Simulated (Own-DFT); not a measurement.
# Which defects push the lattice out? zincblende GaAs

Source: density functional calculations with Own-DFT, an unreviewed in-house program that is no longer used. Nothing was measured or relaxed, and spin and spin-orbit coupling are left out.

Settings: PBE; PseudoDojo norm-conserving scalar-relativistic files; cutoff 42 hartree; 3 x 3 x 3 k mesh centred on Gamma; Fermi-Dirac smearing of 0.1 eV.

Known weak points (not all hold for every row): not probed for a lower state with spin; forces not confirmed at this smearing and k mesh; stress not checked against mesh or cutoff.

All runs share one cell, with vectors in Å (11.737, 0.000, 0.000); (0.000, 11.737, 0.000); (0.000, 0.000, 10.833) and a volume of 1492.4 Å³, strained against the parent crystal. The atoms are randomly displaced, by u rms on each axis. The defect's site can differ from row to row.

| cell | formula | u (Å) | P (GPa) |
|---|---|---|---|
| no defect | As32Ga32 | 0.0306 | 1.23 |
| no defect | As32Ga32 | 0.0308 | 1.25 |
| no defect | As32Ga32 | 0.0475 | 1.56 |
| one In on a Ga site | As32Ga31In | 0.0451 | 2.07 |
| one In on a Ga site | As32Ga31In | 0.0487 | 2.09 |
| one In on a Ga site | As32Ga31In | 0.0506 | 2.20 |
| one As vacancy and one Ga vacancy | As31Ga31 | 0.0306 | 0.88 |
| one As vacancy and one Ga vacancy | As31Ga31 | 0.0446 | 1.08 |
| one As vacancy and one Ga vacancy | As31Ga31 | 0.0498 | 1.32 |
| one Al on a Ga site | AlAs32Ga31 | 0.0310 | ? |
| one Al on a Ga site | AlAs32Ga31 | 0.0312 | 1.24 |
| one Al on a Ga site | AlAs32Ga31 | 0.0484 | 1.52 |
| one Al on a Ga site | AlAs32Ga31 | 0.0527 | 1.59 |
| one P on an As site | As31Ga32P | 0.0294 | 1.02 |
| one P on an As site | As31Ga32P | 0.0295 | 1.03 |
| one P on an As site | As31Ga32P | 0.0295 | 1.02 |

## Worked fit

P = P0 + c u² + a shift for each defect gives P0 = 1.03 GPa, c = 230 ± 18 GPa/Å² and a scatter of 0.04 GPa. The shifts, and each times the cell's volume:

- one In on a Ga site: 0.56 ± 0.04 GPa, 5.2 eV
- one Al on a Ga site: -0.05 ± 0.03 GPa, -0.5 eV (not resolved)
- one P on an As site: -0.21 ± 0.03 GPa, -1.9 eV
- one As vacancy and one Ga vacancy: -0.35 ± 0.03 GPa, -3.3 eV

Positive is outwards. The product with the volume (160.2 GPa Å³ to the eV) is nearly free of the cell's size; divided by the bulk modulus at the cell's pressure it gives the volume that the defect adds. The atoms around the defects weren't relaxed, which would change these numbers.

## The run left out

Question: what pressure belongs in the blank (one Al on a Ga site, u = 0.0310 Å)?

From the fit: 1.20 ± 0.05 GPa. Computed: 1.25 GPa.
